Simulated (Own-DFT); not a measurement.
# Computed records: SiGe (layered order of Si and Ge on the diamond lattice, atoms displaced), Al$_{3}$GaN$_{4}$ (wurtzite random alloy, atoms displaced)

A calculation, not a measurement: plane-wave density functional theory by an unreviewed code, no spin, of a simulated periodic cell, stress positive in tension, run twice, with PBE and with PBEsol, both on files made for PBE, so the change isn't that of files made for PBEsol, forces on such cells passed a denser k mesh, this cell's mesh not checked; the far tail of each file's local potential was reset to the Coulomb form; each entry is a single point on an unrelaxed cell, so the pressure reflects the starting lattice, mostly measured values (interpolated for alloys), from which strain is counted, and rises with the displacements; printed positions are rounded, which can move forces by about a meV/angstrom; the program, named Own-DFT, is a retired in-house code; no spin-orbit coupling; stress was not checked against mesh or cutoff. Program: Own-DFT development build.

Settings shared by all entries: functional PBE, then PBEsol; potential files PseudoDojo norm-conserving, scalar-relativistic, standard set; wave cutoff 42 hartree; occupations Fermi-Dirac; smearing width 0.1 eV.

```json
{"entry": 1, "formula": "SiGe", "kind": "layered order of Si and Ge on the diamond lattice, atoms displaced", "structure": {"cell_angstrom": [[11.089, 0.0, 0.0], [0.0, 11.089, 0.0], [0.0, 0.0, 11.089]], "atoms_fractional": [["Ge", 0.99716, 0.0013, 0.00195], ["Ge", 0.00079, 0.26166, 0.24218], ["Ge", 0.24448, 0.00316, 0.259], ["Ge", 0.25044, 0.24917, 0.99707], ["Ge", 0.12328, 0.12133, 0.12177], ["Ge", 0.12577, 0.38127, 0.37824], ["Ge", 0.37436, 0.11852, 0.37161], ["Ge", 0.37505, 0.36804, 0.11951], ["Si", 0.9954, 0.99862, 0.49913], ["Si", 0.99706, 0.25249, 0.7462], ["Si", 0.24929, 0.99556, 0.75566], ["Si", 0.25339, 0.25572, 0.50601], ["Si", 0.12881, 0.12313, 0.62587], ["Si", 0.12802, 0.37744, 0.87417], ["Si", 0.37552, 0.1219, 0.87973], ["Si", 0.37378, 0.37773, 0.62922], ["Ge", 0.99848, 0.50209, 0.9839], ["Ge", 0.98927, 0.74091, 0.24698], ["Ge", 0.24747, 0.50172, 0.2568], ["Ge", 0.24754, 0.75682, 0.99815], ["Ge", 0.12927, 0.62757, 0.12452], ["Ge", 0.13042, 0.88127, 0.36941], ["Ge", 0.37208, 0.62542, 0.36454], ["Ge", 0.37201, 0.87874, 0.1239], ["Si", 0.99903, 0.49542, 0.50193], ["Si", 0.00015, 0.74553, 0.74828], ["Si", 0.25563, 0.50296, 0.74461], ["Si", 0.24727, 0.7487, 0.50051], ["Si", 0.13263, 0.62656, 0.62932], ["Si", 0.11857, 0.86634, 0.86822], ["Si", 0.36605, 0.61882, 0.87204], ["Si", 0.37331, 0.87369, 0.61846], ["Ge", 0.4958, 0.00553, 0.99438], ["Ge", 0.49702, 0.25175, 0.25086], ["Ge", 0.76013, 0.99402, 0.25018], ["Ge", 0.75091, 0.2617, 0.00478], ["Ge", 0.62507, 0.12394, 0.11393], ["Ge", 0.62134, 0.37835, 0.37915], ["Ge", 0.87027, 0.12204, 0.37743], ["Ge", 0.87452, 0.36451, 0.1231], ["Si", 0.50416, 0.00041, 0.50368], ["Si", 0.51375, 0.2406, 0.74238], ["Si", 0.7445, 0.00706, 0.75479], ["Si", 0.75332, 0.24979, 0.49942], ["Si", 0.61871, 0.12365, 0.62602], ["Si", 0.62976, 0.37128, 0.87805], ["Si", 0.86728, 0.13001, 0.87436], ["Si", 0.87566, 0.37342, 0.61878], ["Ge", 0.50087, 0.49601, 0.00544], ["Ge", 0.50604, 0.75303, 0.25265], ["Ge", 0.74614, 0.50321, 0.24516], ["Ge", 0.74746, 0.73719, 0.00267], ["Ge", 0.62531, 0.63425, 0.12578], ["Ge", 0.61897, 0.88004, 0.38295], ["Ge", 0.87236, 0.62679, 0.37378], ["Ge", 0.86216, 0.86764, 0.12914], ["Si", 0.50208, 0.49922, 0.50433], ["Si", 0.50223, 0.74886, 0.7492], ["Si", 0.75449, 0.49764, 0.75178], ["Si", 0.75002, 0.75667, 0.49095], ["Si", 0.61624, 0.62215, 0.6228], ["Si", 0.63309, 0.8719, 0.8783], ["Si", 0.88026, 0.62445, 0.86855], ["Si", 0.86699, 0.87647, 0.63204]]}, "settings": {"k_mesh": "3 x 3 x 3 centred on Gamma"}, "results": {"PBE_pressure [GPa]": 3.58, "PBE_stress_xx [GPa]": -3.58, "PBE_stress_yy [GPa]": -3.56, "PBE_stress_zz [GPa]": -3.59, "PBE_stress_yz [GPa]": -0.47, "PBE_stress_xz [GPa]": -0.48, "PBE_stress_xy [GPa]": -0.41, "PBEsol_pressure [GPa]": 1.29, "PBEsol_stress_xx [GPa]": -1.29, "PBEsol_stress_yy [GPa]": -1.27, "PBEsol_stress_zz [GPa]": -1.3, "PBEsol_stress_yz [GPa]": -0.48, "PBEsol_stress_xz [GPa]": -0.46, "PBEsol_stress_xy [GPa]": -0.39, "force_element": ["Ge", "Ge", "Ge", "Ge", "Ge", "Ge", "Ge", "Ge", "Si", "Si", "Si", "Si", "Si", "Si", "Si", "Si", "Ge", "Ge", "Ge", "Ge", "Ge", "Ge", "Ge", "Ge", "Si", "Si", "Si", "Si", "Si", "Si", "Si", "Si", "Ge", "Ge", "Ge", "Ge", "Ge", "Ge", "Ge", "Ge", "Si", "Si", "Si", "Si", "Si", "Si", "Si", "Si", "Ge", "Ge", "Ge", "Ge", "Ge", "Ge", "Ge", "Ge", "Si", "Si", "Si", "Si", "Si", "Si", "Si", "Si"], "PBE_force_x [eV/angstrom]": [-0.893, 0.936, 0.875, -0.445, 0.236, -0.187, 0.662, -0.55, 0.661, 0.565, 0.103, -0.219, -0.534, -0.074, -0.316, 1.258, 0.6, 1.803, 0.208, 0.172, -0.873, -2.444, 1.017, 0.432, 0.066, -0.335, -0.89, 0.378, -1.09, 0.091, 1.491, 0.284, 0.833, 0.654, -2.577, -0.817, 0.445, 0.524, 1.187, 0.341, -1.483, -2.41, 0.125, -1.042, 2.056, -0.517, 0.789, -0.151, -0.103, -1.122, 0.404, 1.224, -1.121, 1.087, -0.174, 1.742, -1.362, -0.583, -0.686, -0.346, 1.716, -1.059, -1.058, 0.497], "PBE_force_y [eV/angstrom]": [-1.044, -1.98, 0.341, -0.307, 0.792, -0.967, 1.343, 0.846, -0.122, -0.412, 0.052, -0.877, 0.124, -0.319, 0.807, -0.577, -0.523, 1.247, -0.734, -0.72, -0.54, -2.193, 0.383, 0.258, 1.332, 0.385, -0.735, 0.31, -0.418, 1.202, 1.013, 0.033, -1.606, -0.746, 1.17, -2.182, 0.196, -0.379, 0.9, 3.429, 0.263, 1.836, -0.632, -0.115, -0.615, 0.717, 0.324, 0.072, 0.697, 0.641, -0.705, 1.262, -1.784, 0.083, -1.045, -0.35, 0.151, 0.131, 0.113, -0.756, 0.604, 0.125, 0.207, -0.006], "PBE_force_z [eV/angstrom]": [-1.171, 1.798, -2.285, -0.568, 0.557, 0.583, 1.717, 1.216, 0.939, 0.298, -0.647, -0.247, 0.049, -1.421, -2.159, -0.291, 1.785, -0.142, -1.923, -0.671, -0.403, 1.771, 2.19, 0.546, 0.441, -0.653, 0.66, -0.441, -0.782, 0.439, 0.509, 0.989, 0.16, -0.188, 0.393, -1.595, 1.614, -0.004, -0.173, -0.085, 0.377, 2.076, -0.183, 0.418, -1.273, -1.186, -0.034, 0.82, -1.313, -0.232, 0.334, -2.039, 0.406, -0.753, 1.252, -1.396, -0.258, 0.253, -0.717, 1.937, 0.356, -0.624, -0.383, -0.646], "PBEsol_force_x [eV/angstrom]": [-0.854, 0.901, 0.852, -0.42, 0.224, -0.172, 0.63, -0.52, 0.647, 0.56, 0.11, -0.223, -0.523, -0.076, -0.302, 1.253, 0.593, 1.736, 0.202, 0.17, -0.851, -2.355, 0.98, 0.414, 0.086, -0.333, -0.891, 0.372, -1.08, 0.099, 1.473, 0.277, 0.828, 0.622, -2.489, -0.773, 0.424, 0.508, 1.138, 0.317, -1.458, -2.39, 0.112, -1.032, 2.055, -0.51, 0.778, -0.158, -0.111, -1.089, 0.39, 1.174, -1.068, 1.062, -0.162, 1.686, -1.344, -0.579, -0.678, -0.345, 1.709, -1.037, -1.041, 0.481], "PBEsol_force_y [eV/angstrom]": [-1.001, -1.914, 0.323, -0.294, 0.77, -0.928, 1.302, 0.813, -0.118, -0.404, 0.049, -0.862, 0.114, -0.312, 0.803, -0.574, -0.512, 1.205, -0.695, -0.705, -0.515, -2.104, 0.361, 0.25, 1.32, 0.375, -0.733, 0.308, -0.419, 1.181, 1.015, 0.034, -1.56, -0.721, 1.126, -2.126, 0.201, -0.375, 0.85, 3.308, 0.246, 1.828, -0.613, -0.128, -0.624, 0.696, 0.335, 0.071, 0.671, 0.616, -0.67, 1.231, -1.733, 0.058, -1.007, -0.349, 0.128, 0.141, 0.109, -0.743, 0.602, 0.109, 0.196, -0.006], "PBEsol_force_z [eV/angstrom]": [-1.067, 1.722, -2.214, -0.465, 0.544, 0.475, 1.589, 1.183, 0.837, 0.304, -0.622, -0.332, 0.038, -1.31, -2.032, -0.279, 1.802, -0.148, -1.861, -0.567, -0.38, 1.649, 2.054, 0.526, 0.344, -0.659, 0.648, -0.535, -0.772, 0.527, 0.596, 0.966, 0.245, -0.196, 0.377, -1.458, 1.558, -0.085, -0.246, -0.082, 0.269, 2.073, -0.178, 0.323, -1.291, -1.069, 0.061, 0.806, -1.202, -0.231, 0.327, -1.877, 0.402, -0.821, 1.118, -1.325, -0.356, 0.267, -0.702, 1.81, 0.348, -0.525, -0.273, -0.628], "rms_change_of_force_components_from_PBE_to_PBEsol [eV/angstrom]": 0.051}}
{"entry": 2, "formula": "Al3GaN4", "kind": "wurtzite random alloy, atoms displaced", "structure": {"cell_angstrom": [[9.3938, 0.0, 0.0], [-4.6969, 8.1352, 0.0], [0.0, 0.0, 10.0655]], "atoms_fractional": [["Al", 0.12067, 0.23489, 0.01516], ["Ga", 0.21112, 0.10837, 0.24554], ["N", 0.09573, 0.21465, 0.18569], ["N", 0.22246, 0.12458, 0.43534], ["Al", 0.11021, 0.23816, 0.48667], ["Ga", 0.22407, 0.11658, 0.75039], ["N", 0.11202, 0.21956, 0.69083], ["N", 0.22566, 0.10359, 0.9379], ["Al", 0.11803, 0.57378, 0.00444], ["Al", 0.23415, 0.43301, 0.25696], ["N", 0.13064, 0.56701, 0.18184], ["N", 0.22471, 0.45079, 0.44245], ["Al", 0.10175, 0.55197, 0.50316], ["Al", 0.21239, 0.4403, 0.74051], ["N", 0.12995, 0.56317, 0.67705], ["N", 0.22298, 0.43984, 0.95815], ["Ga", 0.12257, 0.8918, 0.00273], ["Al", 0.22322, 0.78619, 0.25949], ["N", 0.12131, 0.89749, 0.1956], ["N", 0.20625, 0.78465, 0.44282], ["Ga", 0.11134, 0.886, 0.49959], ["Al", 0.21111, 0.78244, 0.76259], ["N", 0.12079, 0.89892, 0.69319], ["N", 0.22324, 0.79932, 0.94595], ["Al", 0.4399, 0.2202, 0.00883], ["Al", 0.52996, 0.09732, 0.25528], ["N", 0.44227, 0.22307, 0.19025], ["N", 0.54797, 0.10394, 0.43613], ["Al", 0.43448, 0.22538, 0.49346], ["Al", 0.54159, 0.10938, 0.74453], ["N", 0.45353, 0.22631, 0.69774], ["N", 0.55588, 0.10239, 0.94993], ["Al", 0.43266, 0.56712, 0.99706], ["Al", 0.55096, 0.44936, 0.24147], ["N", 0.44399, 0.54987, 0.19037], ["N", 0.54901, 0.44926, 0.43212], ["Al", 0.4745, 0.57218, 0.50683], ["Al", 0.55331, 0.43672, 0.76403], ["N", 0.44471, 0.55068, 0.68814], ["N", 0.54942, 0.43581, 0.95172], ["Al", 0.45787, 0.88379, 0.99008], ["Al", 0.55227, 0.7665, 0.23222], ["N", 0.45985, 0.9046, 0.18809], ["N", 0.54852, 0.76801, 0.44632], ["Al", 0.43435, 0.89178, 0.4988], ["Al", 0.55526, 0.77122, 0.7479], ["N", 0.44045, 0.88742, 0.68388], ["N", 0.56238, 0.78452, 0.93875], ["Al", 0.7817, 0.2254, 0.00257], ["Al", 0.88324, 0.11227, 0.24882], ["N", 0.78275, 0.22406, 0.20342], ["N", 0.88394, 0.1078, 0.42251], ["Al", 0.79086, 0.21875, 0.4962], ["Ga", 0.88887, 0.10865, 0.74361], ["N", 0.78424, 0.22086, 0.67928], ["N", 0.89248, 0.11127, 0.95162], ["Ga", 0.77659, 0.55464, 0.98485], ["Al", 0.88091, 0.44776, 0.25495], ["N", 0.78984, 0.55829, 0.18793], ["N", 0.89527, 0.43735, 0.44179], ["Al", 0.79237, 0.56377, 0.47601], ["Al", 0.88979, 0.44285, 0.75443], ["N", 0.771, 0.54992, 0.67415], ["N", 0.88824, 0.44041, 0.94764], ["Ga", 0.75707, 0.8873, 0.00543], ["Al", 0.90083, 0.78536, 0.24599], ["N", 0.76577, 0.88447, 0.18338], ["N", 0.89318, 0.77619, 0.43649], ["Ga", 0.79619, 0.90025, 0.49963], ["Ga", 0.88898, 0.7694, 0.73688], ["N", 0.75958, 0.87772, 0.69379], ["N", 0.88177, 0.78401, 0.93895]]}, "settings": {"k_mesh": "4 x 4 x 3 centred on Gamma"}, "results": {"PBE_pressure [GPa]": 9.22, "PBE_stress_xx [GPa]": -8.48, "PBE_stress_yy [GPa]": -10.78, "PBE_stress_zz [GPa]": -8.4, "PBE_stress_yz [GPa]": 0.15, "PBE_stress_xz [GPa]": -0.05, "PBE_stress_xy [GPa]": 2.61, "PBEsol_pressure [GPa]": 6.09, "PBEsol_stress_xx [GPa]": -5.28, "PBEsol_stress_yy [GPa]": -7.73, "PBEsol_stress_zz [GPa]": -5.25, "PBEsol_stress_yz [GPa]": 0.19, "PBEsol_stress_xz [GPa]": -0.07, "PBEsol_stress_xy [GPa]": 2.63, "force_element": ["Al", "Ga", "N", "N", "Al", "Ga", "N", "N", "Al", "Al", "N", "N", "Al", "Al", "N", "N", "Ga", "Al", "N", "N", "Ga", "Al", "N", "N", "Al", "Al", "N", "N", "Al", "Al", "N", "N", "Al", "Al", "N", "N", "Al", "Al", "N", "N", "Al", "Al", "N", "N", "Al", "Al", "N", "N", "Al", "Al", "N", "N", "Al", "Ga", "N", "N", "Ga", "Al", "N", "N", "Al", "Al", "N", "N", "Ga", "Al", "N", "N", "Ga", "Ga", "N", "N"], "PBE_force_x [eV/angstrom]": [-0.505, 0.741, 0.923, -0.847, 1.021, 0.545, -1.011, -1.065, 0.126, -2.927, -0.824, 0.116, 1.958, 2.272, -2.822, -2.043, -6.28, 1.672, -0.579, 5.408, -3.025, 2.473, -0.716, 6.453, 1.102, 2.411, -0.26, -0.492, 1.986, 3.53, -1.859, -0.353, 3.066, 2.799, -0.969, 2.505, -2.278, -0.36, 0.013, -1.491, -3.982, -1.468, -0.536, -0.447, 1.529, -2.478, -0.442, -2.911, 0.001, -0.479, -2.229, 1.701, -3.05, -0.09, -1.558, -0.131, -0.175, 3.256, -2.348, -1.625, -1.682, -0.046, 1.039, 1.432, 5.449, -1.518, 2.234, -0.502, -2.417, -1.073, 2.855, 1.278], "PBE_force_y [eV/angstrom]": [-3.204, 1.897, 1.185, -0.739, -1.933, 0.254, 1.251, 2.971, -1.583, 1.418, -0.111, 0.839, 1.375, 0.029, 0.369, 2.195, 1.748, -1.325, -2.342, -3.146, 3.76, -0.116, -1.505, -4.921, -1.203, 3.447, 0.544, 1.371, 0.724, -1.321, 0.809, 1.743, -1.411, -0.922, 0.69, -0.732, -2.356, 1.104, -0.492, 0.927, 2.5, 1.601, -4.491, 3.513, -1.343, -0.296, -0.199, -4.305, -1.448, -1.168, 0.848, 1.051, -0.318, -0.749, 0.813, 1.42, 1.264, -1.479, 1.028, 0.709, -3.038, -0.34, -0.981, 0.991, 2.584, -0.721, 0.245, 1.015, -1.935, 0.963, 1.557, -0.585], "PBE_force_z [eV/angstrom]": [-3.638, 0.815, 2.908, 1.079, 1.444, 0.599, -1.972, 1.558, -0.181, -0.613, 2.897, -0.295, -2.119, 1.079, 3.83, -3.307, 1.739, -1.671, -0.457, -1.542, 1.737, -2.17, -0.82, -2.509, -1.219, -0.364, 0.574, 1.418, 0.707, 1.252, -2.225, -1.778, 0.762, 0.723, -1.829, -0.43, 0.172, -1.593, 2.137, -1.146, 2.138, 3.598, -1.027, -2.15, 0.029, -0.635, 2.008, -2.478, 1.426, -2.49, -1.526, 3.091, -0.668, 2.413, 1.09, -1.141, 1.954, -1.129, 0.756, -0.751, 2.154, -1.517, 1.004, -2.185, -1.091, -0.84, 3.413, -1.162, 0.122, 1.767, -1.3, -0.426], "PBEsol_force_x [eV/angstrom]": [-0.464, 0.734, 1.043, -0.862, 0.991, 0.519, -0.984, -1.078, 0.106, -2.909, -0.8, 0.146, 1.95, 2.278, -2.815, -2.078, -6.118, 1.683, -0.571, 5.139, -2.961, 2.466, -0.864, 6.181, 1.112, 2.392, -0.402, -0.472, 1.998, 3.559, -2.023, -0.368, 3.105, 2.818, -0.988, 2.504, -2.277, -0.357, 0.008, -1.352, -3.997, -1.48, -0.522, -0.362, 1.516, -2.506, -0.439, -2.625, -0.019, -0.447, -2.25, 1.72, -3.053, -0.08, -1.414, -0.125, -0.172, 3.285, -2.37, -1.621, -1.678, -0.037, 1.022, 1.272, 5.342, -1.532, 2.229, -0.487, -2.364, -1.07, 3.019, 1.256], "PBEsol_force_y [eV/angstrom]": [-3.236, 1.835, 1.095, -0.883, -1.98, 0.214, 1.048, 2.768, -1.564, 1.39, -0.136, 0.899, 1.399, 0.02, 0.399, 2.185, 1.74, -1.306, -2.101, -3.004, 3.662, -0.134, -1.38, -4.722, -1.222, 3.473, 0.473, 1.39, 0.714, -1.338, 0.747, 1.744, -1.377, -0.922, 0.68, -0.734, -2.387, 1.135, -0.506, 1.03, 2.476, 1.593, -4.498, 3.611, -1.353, -0.309, -0.224, -4.154, -1.451, -1.214, 0.834, 0.86, -0.341, -0.742, 0.717, 1.239, 1.234, -1.468, 1.034, 0.682, -3.048, -0.316, -0.823, 1.091, 2.528, -0.688, 0.273, 1.222, -1.894, 0.965, 1.661, -0.609], "PBEsol_force_z [eV/angstrom]": [-3.668, 0.81, 2.989, 0.93, 1.46, 0.599, -1.867, 1.433, -0.229, -0.625, 2.914, -0.262, -2.135, 1.11, 3.818, -3.292, 1.691, -1.68, -0.555, -1.417, 1.695, -2.166, -0.881, -2.364, -1.229, -0.369, 0.64, 1.434, 0.725, 1.272, -2.197, -1.76, 0.767, 0.701, -1.847, -0.445, 0.191, -1.575, 2.134, -1.062, 2.146, 3.588, -1.056, -2.133, 0.017, -0.611, 2.008, -2.385, 1.428, -2.511, -1.503, 3.158, -0.682, 2.347, 1.163, -1.184, 1.942, -1.126, 0.611, -0.745, 2.154, -1.511, 1.03, -2.11, -1.064, -0.854, 3.17, -1.038, 0.121, 1.73, -1.368, -0.422], "rms_change_of_force_components_from_PBE_to_PBEsol [eV/angstrom]": 0.076}}
```
